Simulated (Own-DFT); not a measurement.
# Which defects push the lattice out? zincblende GaAs

Source: density functional calculations with Own-DFT, an unreviewed in-house program that is no longer used. Nothing was measured or relaxed, and spin and spin-orbit coupling are left out.

Method: PBE; PseudoDojo norm-conserving scalar-relativistic files; cutoff 42 hartree; 3 x 3 x 3 k mesh centred on Gamma; Fermi-Dirac smearing of 0.1 eV.

Limits (not all hold for every row): not probed for a lower state with spin; forces not confirmed at this smearing and k mesh; stress not checked against mesh or cutoff.

All runs share one cell, with vectors in Å (11.737, 0.000, 0.000); (0.000, 11.737, 0.000); (0.000, 0.000, 10.833) and a volume of 1492.4 Å³, strained against the parent crystal. u is the rms random offset of the atoms per axis. The defect's site can differ from row to row.

```
                             cell     formula   u (Å)  P (GPa)
                        no defect    As32Ga32  0.0319     1.27
                        no defect    As32Ga32  0.0475     1.44
                        no defect    As32Ga32  0.0502     1.62
one As vacancy and one Ga vacancy    As31Ga31  0.0281     0.95
one As vacancy and one Ga vacancy    As31Ga31  0.0289        ?
one As vacancy and one Ga vacancy    As31Ga31  0.0505     1.23
one As vacancy and one Ga vacancy    As31Ga31  0.0547     1.32
              one Al on a Ga site  AlAs32Ga31  0.0304     1.23
              one Al on a Ga site  AlAs32Ga31  0.0316     1.28
              one Al on a Ga site  AlAs32Ga31  0.0519     1.64
```

## Working it out

P = P0 + c u² + a shift for each defect gives P0 = 1.07 GPa, c = 195 ± 20 GPa/Å² and a scatter of 0.05 GPa. The shifts, and each times the cell's volume:

- one Al on a Ga site: 0.01 ± 0.04 GPa, 0.1 eV (not resolved)
- one As vacancy and one Ga vacancy: -0.31 ± 0.04 GPa, -2.9 eV

A positive shift means that the defect pushes the cell outwards. Shift times volume (160.2 GPa Å³ is 1 eV) depends little on the cell's size, so, taken for each site, it can be compared between cells at like pressure. The atoms around the defects weren't relaxed, which would change these numbers.

## Check

Question: what pressure belongs in the blank (one As vacancy and one Ga vacancy, u = 0.0289 Å)?

The fit gives 0.92 ± 0.06 GPa. The calculation gave 0.96 GPa.
